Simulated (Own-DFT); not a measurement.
Simulation results for SiC (2H silicon carbide, strained, atoms displaced)

All values are calculated (Own-DFT development build). A calculation, not a measurement: plane-wave PBE density functional theory by an unreviewed code, no spin, of a simulated periodic cell, stress positive in tension, free energy of the whole cell less one offset for each atom, forces on such cells passed a denser k mesh, this cell's mesh not checked; offsets are fitted by least squares, one for each functional and potential file, so energies compare only between cells with the same atoms and settings and are not formation energies; the far tail of each file's local potential was reset to the Coulomb form; each entry is a single point on an unrelaxed cell, so the pressure reflects the starting lattice, mostly measured values (interpolated for alloys), from which strain is counted, and rises with the displacements; printed positions are rounded, which can move forces by about a meV/angstrom; the program, named Own-DFT, is a retired in-house code; no spin-orbit coupling.

```xyz
72
Lattice="9.4302 -0.1435 0.0729 -4.8393 8.1411 0.0351 0.0793 0.0900 10.0886" Properties=species:S:1:pos:R:3:force_x:R:1:force_y:R:1:force_z:R:1 formula=SiC functional=PBE potential_files=PseudoDojo_norm-conserving,scalar-relativistic,standard_set wave_cutoff=42 occupations=Fermi-Dirac smearing_width=0.1 hardware=one_NVIDIA_H100 k_mesh=4_x_4_x_3_centred_on_Gamma free_energy_of_cell_above_offsets=-5.786 pressure=-0.7 stress_xx=6.42 stress_yy=2.17 stress_zz=-6.51 stress_yz=3.16 stress_xz=3.06 stress_xy=-6.93 wall_time=353
Si     4.5909     7.9858     0.1325     -0.967      0.268      0.086
Si    -0.0404     1.8136     2.6170      0.514      0.444     -0.962
C     -4.8188     8.1554     2.0116      0.782      0.701      -1.41
C     -0.0429     1.8005     4.4949      0.901     -0.497     -0.316
Si     4.6050     7.9478     5.1612      0.121       1.34     -0.595
Si     0.0465     1.7955     7.6567     -1.318      0.806     -4.135
C      4.5630     8.0088     7.0462      3.408        0.6     -0.458
C      0.0664     1.8133     9.3751     -0.201      1.445      5.032
Si    -1.5914     2.8249     0.1798     -0.472      -2.11     -4.987
Si    -1.6398     4.5326     2.6105       1.18      1.156     -1.267
C     -1.6210     2.8260     1.9104      0.451     -1.666      2.696
C     -1.4808     4.5296     4.3958     -1.795     -0.215      2.403
Si     7.8606     2.5463     5.2072      0.306      1.332     -2.417
Si    -1.5826     4.6385     7.5965      0.468     -2.496     -1.422
C      7.7765     2.6076     6.9578      1.994      1.194      3.285
C     -1.5655     4.6078     9.4360     -0.071      0.369      1.197
Si    -3.1125     5.5419    10.0993     -0.521     -0.499      0.569
Si    -3.1629     7.2375     2.5016     -1.594     -0.051      0.596
C     -3.1736     5.4329     1.9660      0.579      0.432     -1.391
C     -3.2263     7.2800     4.3803     -0.045     -0.562      1.814
Si     6.1947     5.3266     5.2045      2.845      0.316     -1.141
Si    -3.1223     7.2953     7.5575     -2.864      -0.54      1.227
C      6.2791     5.3064     7.1227     -0.253      1.383      -1.45
C     -3.2208     7.3346     9.5355      0.962     -0.112     -1.169
Si     3.1685     0.1312    10.0635      1.191     -2.014      1.296
Si     3.1486     1.7826     2.6377     -1.037      -0.39     -1.863
C     -1.6925     8.0891     1.8865      0.889      1.023      1.451
C      3.1078     1.8513     4.5214      2.338     -1.635     -1.133
Si     3.1429    -0.0007     5.0707      0.932      -0.18     -1.982
Si     3.1774     1.8459     7.5944     -1.025     -0.308      0.308
C     -1.6541     8.1146     6.9008      0.636      1.386      2.438
C      3.2497     1.8423     9.5601      -1.16      1.287     -1.821
Si     1.5908     2.8046    10.0907      0.389      -1.66      0.631
Si     1.4630     4.5120     2.5958      1.203     -0.035     -2.015
C      1.5237     2.6976     1.9279     -0.022     -0.135      0.488
C      1.5456     4.4621     4.4074      0.926      0.648      1.733
Si     1.6168     2.6767     4.9882     -2.769      1.121      2.396
Si     1.5857     4.4996     7.6357     -1.145      0.217     -0.678
C      1.5414     2.7239     7.0169      0.968     -0.554     -1.031
C      1.5721     4.5529     9.5257      0.034      0.431     -0.517
Si    -0.0271     5.4505    10.0593      0.966      0.884      1.584
Si    -0.1188     7.1772     2.6353      0.199      0.725     -2.167
C     -0.0345     5.4529     1.9069     -1.055     -1.158      0.243
C     -0.0340     7.2400     4.4455      -1.09     -0.281      1.716
Si     0.0510     5.4132     5.0487      -1.19      -0.01     -0.158
Si    -0.1459     7.3012     7.7023      2.633     -1.202     -1.447
C     -0.0401     5.4114     6.8994      0.844       1.06       2.06
C      0.0309     7.2717     9.5943     -2.804      -0.05     -1.723
Si     1.5275     8.1242    10.1544      0.572      1.142      1.246
Si     6.2697     1.7120     2.6091      -0.42      0.244     -0.249
C      6.2257    -0.0278     1.9692       1.84     -0.682     -0.379
C      6.3336     1.6797     4.5176     -0.698      0.945      -0.73
Si     1.4958     8.0524     5.1720      0.093      0.317     -0.495
Si     6.3288     1.7622     7.6425      -0.82      0.486      0.233
C      6.4287     0.0187     7.0026     -1.777     -1.436       0.24
C      6.3265     1.7990     9.5534      1.079       0.11     -0.019
Si     4.7371     2.5877     0.0680     -0.641      0.327      0.129
Si     4.7542     4.4468     2.6214     -2.226     -0.361     -1.747
C      4.6710     2.5931     1.9375      0.972      1.057      1.503
C      4.7789     4.4554     4.4450     -1.493      0.231      1.464
Si     4.7718     2.7023     5.0456     -0.386     -1.257      1.249
Si     4.7150     4.4838     7.6269     -0.822     -0.936      1.128
C      4.6788     2.6746     6.9776      1.558      0.421     -0.179
C      4.7408     4.4691     9.5828     -0.066      0.722     -0.772
Si     3.0857     5.3157     0.0912     -0.248      0.645     -0.029
Si     3.0804     7.2232     2.6568     -1.854     -1.695      -1.93
C      3.0745     5.3939     1.9604      0.564     -0.289      0.916
C      3.0329     7.0960     4.4614      0.379       1.46      1.812
Si     3.1482     5.4156     5.1195      -0.75     -2.343      -0.79
Si     3.1197     7.2060     7.6562     -2.011     -1.317      0.504
C      3.1194     5.3445     6.9921      0.641      1.053      0.399
C      3.0547     7.2510     9.5211      1.255     -1.048      0.899
```

Units: wave_cutoff in hartree; smearing_width, free_energy_of_cell_above_offsets in eV; pressure, stress_xx, stress_yy, stress_zz, stress_yz, stress_xz, stress_xy in GPa; wall_time in s; force_x, force_y, force_z in eV/Å.
